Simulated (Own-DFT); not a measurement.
GaP (zincblende, strained, atoms displaced) (calculated)

A calculation, not a measurement: plane-wave PBE density functional theory by an unreviewed code, no spin, of a simulated periodic cell, stress positive in tension, free energy of the whole cell less one offset for each atom, forces on such cells passed a denser k mesh, this cell's mesh not checked; offsets are fitted by least squares, one for each functional and potential file, so energies compare only between cells with the same atoms and settings and are not formation energies; the far tail of each file's local potential was reset to the Coulomb form; each entry is a single point on an unrelaxed cell, so the pressure reflects the starting lattice, mostly measured values (interpolated for alloys), from which strain is counted, and rises with the displacements; printed positions are rounded, which can move forces by about a meV/angstrom; the program, named Own-DFT, is a retired in-house code; no spin-orbit coupling. Program: Own-DFT development build.

```xyz
64
Lattice="10.9334 -0.1532 0.0751 -0.1532 10.7070 0.1818 0.0751 0.1818 10.7157" Properties=species:S:1:pos:R:3:force_x:R:1:force_y:R:1:force_z:R:1 formula=GaP functional=PBE potential_files=PseudoDojo_norm-conserving,scalar-relativistic,standard_set wave_cutoff=42 occupations=Fermi-Dirac smearing_width=0.1 k_mesh=3_x_3_x_3_centred_on_Gamma free_energy_of_cell_above_offsets=-31.929 pressure=6.41 stress_xx=-5.4 stress_yy=-6.85 stress_zz=-6.97 stress_yz=3.37 stress_xz=1.66 stress_xy=-2.44
Ga    -0.0196    10.8298    10.8720     -0.737      1.391     -0.163
Ga    -0.0052     2.6730     2.7777     -0.077      1.119     -0.156
Ga     2.7625     0.0237     2.7150      0.048      0.471     -0.383
Ga     2.6440     2.6235     0.0811      0.194       0.37     -0.848
P      1.2603     1.3795     1.3930      0.673      -0.83      0.113
P      1.3635     4.0602     4.2056     -0.583      0.256     -1.347
P      4.1365     1.3773     4.1113     -1.264      -0.62      0.129
P      4.0682     3.9348     1.3818     -0.237       0.23      0.757
Ga    -0.0678    10.7568     5.5519      0.034      0.844     -0.251
Ga     0.0328     2.7680     8.0125     -0.327       0.15      0.388
Ga     2.7775     0.0996     8.0286      0.466      0.148      0.075
Ga     2.7771     2.7841     5.4114     -0.018     -0.806     -0.252
P      1.4217     1.4922     6.7361     -0.127      -0.98     -0.434
P      1.2884     4.1404     9.3705      0.526     -0.109      0.982
P      4.1395     1.4174     9.4534     -0.376      0.633     -0.522
P      4.0554     3.9711     6.8093      -0.38      1.875     -0.084
Ga    -0.0672     5.3194     0.1203      0.483       0.55     -0.659
Ga    -0.0336     8.1069     2.8386     -0.435     -0.352     -0.522
Ga     2.6954     5.3929     2.7869      0.167     -0.095     -0.248
Ga     2.6670     8.1522    10.8004      0.936      1.272     -0.237
P      1.3098     6.7773     1.3963     -0.859     -1.454        1.4
P      1.2577     9.4202     4.1836      0.225     -0.145      0.592
P      4.0236     6.7169     4.2341      0.243     -0.237     -0.571
P      3.9441     9.3844     1.5119     -0.374      -1.35      0.808
Ga    10.8566     5.2398     5.5237     -0.344      0.314      0.157
Ga    10.8198     7.9652     8.2465      0.818      1.245     -0.722
Ga     2.6380     5.4621     8.0590      0.969     -0.568      0.751
Ga     2.6315     8.0594     5.5331      0.319      0.473     -0.208
P      1.2905     6.7472     6.8296      -0.89       0.61     -0.454
P      1.2693     9.5419     9.5765      0.202     -0.904     -1.117
P      4.0068     6.8208     9.4849     -0.164     -0.909     -0.005
P      4.0250     9.4621     6.8321     -0.525     -0.502      0.608
Ga     5.3913    -0.0206     0.0968      1.381          0     -0.769
Ga     5.4418     2.4941     2.7403       0.17      1.832     -0.354
Ga     8.0753    10.5764     2.8975      0.593      0.692       0.01
Ga     8.0701     2.6050     0.1208      1.329     -0.214     -0.518
P      6.8338     1.3014     1.4530      -0.03     -1.416     -0.229
P      6.7653     3.9133     4.1370     -0.079      0.643       -0.6
P      9.5777     1.2785     4.1375     -0.795     -0.515      0.587
P      9.4993     3.9086     1.4580      -0.11     -0.461      0.886
Ga     5.5164     0.0445     5.3441      0.909      -0.16       0.16
Ga     5.4498     2.7915     8.0154      0.961     -1.304      1.416
Ga     8.1782     0.0944     8.0632      1.087     -1.393       0.95
Ga     8.1370     2.7131     5.4934      1.146     -0.258      -0.39
P      6.9179     1.3492     6.7995     -2.012      0.406     -0.851
P      6.8556     4.0446     9.4664     -1.413      0.464      0.218
P      9.5759     1.3674     9.4202      0.004     -0.296      1.012
P      9.4965     3.9644     6.9397      0.376      0.005     -1.208
Ga     5.4699     5.5311    10.8180     -0.293     -0.862     -0.736
Ga     5.4586     7.9666     2.8186     -1.254      0.259      0.039
Ga     8.2057     5.3208     2.8405      -0.78     -0.838      -0.38
Ga     8.0305     7.9557     0.2219      0.838     -0.343     -0.331
P      6.6925     6.5580     1.5043      0.833      0.238      0.252
P      6.7281     9.2804     4.1959     -0.132      0.431      0.578
P      9.4367     6.6413     4.1884      0.944       0.17      0.604
P      9.4947     9.2721     1.5551     -0.801     -0.598      0.406
Ga     5.4293     5.2936     5.4877      0.226      0.527      0.002
Ga     5.3758     8.0587     8.1935      0.309      0.575     -0.495
Ga     8.1818     5.3224     8.1898      0.305      1.378      0.161
Ga     8.1405     8.0278     5.5868     -0.036     -0.032     -0.719
P      6.7929     6.7395     6.8624     -0.489      -1.06      0.312
P      6.7116     9.3756     9.5810      -0.25      0.935      0.228
P      9.5977     6.7270     9.5644     -1.737     -0.834      1.021
P      9.4318     9.3728     6.8773      0.214      -0.06      1.163
```

Units: wave_cutoff in hartree; smearing_width, free_energy_of_cell_above_offsets in eV; pressure, stress_xx, stress_yy, stress_zz, stress_yz, stress_xz, stress_xy in GPa; force_x, force_y, force_z in eV/Å.
